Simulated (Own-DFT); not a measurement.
# Response to strain: wurtzite GaN, 72 atoms (Ga36N36)

Calculated results; nothing here was measured. They come from Own-DFT, an in-house plane-wave density functional program, since retired, whose code no person has reviewed. Each row is one single-point run on a periodic cell that was not relaxed, without spin or spin-orbit coupling.

Settings of every run: PBE; PseudoDojo norm-conserving scalar-relativistic files (stringent for Ga); cutoff 96 hartree; 4 x 4 x 3 k mesh centred on Gamma; Gaussian smearing of 0.01 eV.

Known limits: forces not confirmed at this smearing and k mesh; stress not checked against mesh or cutoff.

Unstrained cell vectors in Å: (9.567, 0.000, 0.000); (-4.784, 8.285, 0.000); (0.000, 0.000, 10.370). The unstrained cell has measured lattice constants (interpolated for alloys), not those of this functional. That, the random moves and any unrelaxed bonds set the pressure at no strain. Each run strains this cell uniformly, with the atoms carried along. Every atom was also moved at random, by a Gaussian of width 0.05 Å on each axis. Strain is the symmetric tensor, in per cent. Stress is positive in tension, and the pressure is minus a third of its trace.

| run | e_xx (%) | e_yy (%) | e_zz (%) | e_yz (%) | e_xz (%) | e_xy (%) | s_xx (GPa) | s_yy (GPa) | s_zz (GPa) | s_yz (GPa) | s_xz (GPa) | s_xy (GPa) | P (GPa) | E (meV/atom) |
|---|---|---|---|---|---|---|---|---|---|---|---|---|---|---|
| 1 | -1.28 | -1.90 | 0.03 | 0.58 | 0.75 | -0.21 | -14.88 | -17.16 | -11.03 | 2.85 | 3.29 | -1.69 | 14.36 | 45.3 |
| 2 | -0.80 | -0.59 | -0.82 | -1.41 | 1.23 | -1.79 | -12.37 | -10.78 | -13.63 | -2.77 | 2.84 | -5.05 | 12.26 | 47.6 |
| 3 | 1.46 | -1.01 | 0.71 | 1.98 | -1.21 | 1.44 | -2.76 | -10.44 | -3.01 | 3.92 | -1.63 | 3.61 | 5.40 | 22.3 |
| 4 | 0.77 | -1.09 | 1.68 | -1.83 | -1.09 | 0.53 | -4.33 | -10.49 | -0.15 | -4.30 | -2.50 | 1.31 | 4.99 | 8.9 |
| 5 | 1.97 | -0.35 | -1.11 | -1.38 | -1.28 | -0.03 | 0.08 | -6.81 | -12.00 | -2.57 | -2.68 | 0.47 | 6.24 | 9.4 |
| 6 | 0.50 | 0.78 | 0.74 | 0.14 | 0.00 | 0.94 | -4.14 | -3.69 | -3.01 | 0.55 | -0.29 | 3.45 | 3.61 | 8.7 |
| 7 | -0.85 | 1.04 | 0.22 | 0.89 | -0.23 | -1.43 | -9.75 | -2.57 | -7.09 | 1.17 | 0.42 | -4.44 | 6.47 | 11.6 |
| 8 | -0.88 | 1.67 | -1.48 | 0.69 | 0.17 | -0.69 | -9.33 | -2.16 | -13.06 | 1.60 | 0.27 | -3.33 | 8.18 | 0.0 |
| 9 | -1.93 | 1.56 | -1.50 | -0.53 | 1.22 | 1.71 | -13.89 | -4.01 | -15.03 | -0.94 | 2.74 | 4.94 | 10.98 | 18.4 |
| 10 | -0.79 | -0.12 | 1.49 | 0.89 | 0.42 | 1.85 | -9.61 | -8.20 | -1.56 | 2.44 | 1.01 | 7.02 | 6.45 | 15.2 |
| 11 | 0.48 | 0.43 | -0.05 | 1.21 | 0.10 | 0.60 | -4.74 | -6.38 | -6.13 | 3.01 | -0.03 | 1.85 | 5.75 | 14.4 |
| 12 | -0.95 | -0.64 | 1.98 | -1.94 | 0.54 | 0.55 | -10.52 | -9.30 | -0.19 | -3.96 | 1.13 | 2.38 | 6.67 | 12.5 |
| 13 | 0.98 | 0.08 | 1.94 | 0.72 | 1.79 | 1.81 | -2.54 | -3.75 | 1.49 | 0.73 | 4.14 | 5.50 | 1.60 | 2.9 |
| 14 | -1.17 | -0.63 | 1.10 | 0.17 | 0.85 | 1.40 | -11.17 | -11.26 | -2.89 | 0.02 | 2.18 | 4.03 | 8.44 | 9.3 |
| 15 | 0.89 | 1.86 | -1.98 | 0.10 | 0.29 | 0.58 | -3.57 | 0.47 | -13.39 | -0.14 | 0.51 | 1.91 | 5.50 | 1.0 |
| 16 | -0.57 | 1.74 | 1.51 | 0.75 | -1.77 | -0.29 | -7.14 | 0.96 | -0.52 | 2.16 | -3.19 | -2.14 | 2.23 | 2.9 |
| 17 | -0.19 | -1.99 | 1.85 | -1.96 | 1.17 | 1.66 | ? | ? | ? | ? | ? | ? | ? | ? |

E is the free energy for each atom above the lowest run shown.

## Worked fit

Each stress component was fitted by least squares to a constant and the strains of the runs shown, as fractions, with shears doubled. Shear strains stay in the fit of a normal stress only where such slopes are resolved. The slopes, in GPa:

| stress | at no strain | per e_xx | per e_yy | per e_zz | scatter |
|---|---|---|---|---|---|
| s_xx | -7.4 | 392 ± 12 | 109 ± 13 | 59 ± 11 | 0.53 |
| s_yy | -7.4 | 109 ± 17 | 442 ± 19 | 70 ± 16 | 0.76 |
| s_zz | -7.6 | 99 ± 19 | 94 ± 20 | 453 ± 18 | 0.82 |

Each shear stress against twice its own strain: yz 109 ± 7, xz 103 ± 7, xy 157 ± 11 GPa. These are stiffnesses along x, y and z of the frame in which the cell vectors are given, which need not be the crystal's axes. The atoms are held to the strained lattice; where symmetry lets them move under strain, relaxing them would lower some slopes. The table should be nearly symmetric about its diagonal, and what it lacks of that shows the noise. A ninth of its sum, 203 ± 5 GPa, estimates the bulk modulus near the mean pressure of these runs, 6.8 GPa, so it lies above the value at zero pressure.

## Withheld run

Question: what normal stresses and pressure should run 17 give?

The fit gives s_xx = -9.2, s_yy = -15.1, s_zz = -1.3 and P = 8.5 GPa. The calculation gave -8.69, -13.31, -1.53 and P = 7.84 GPa.
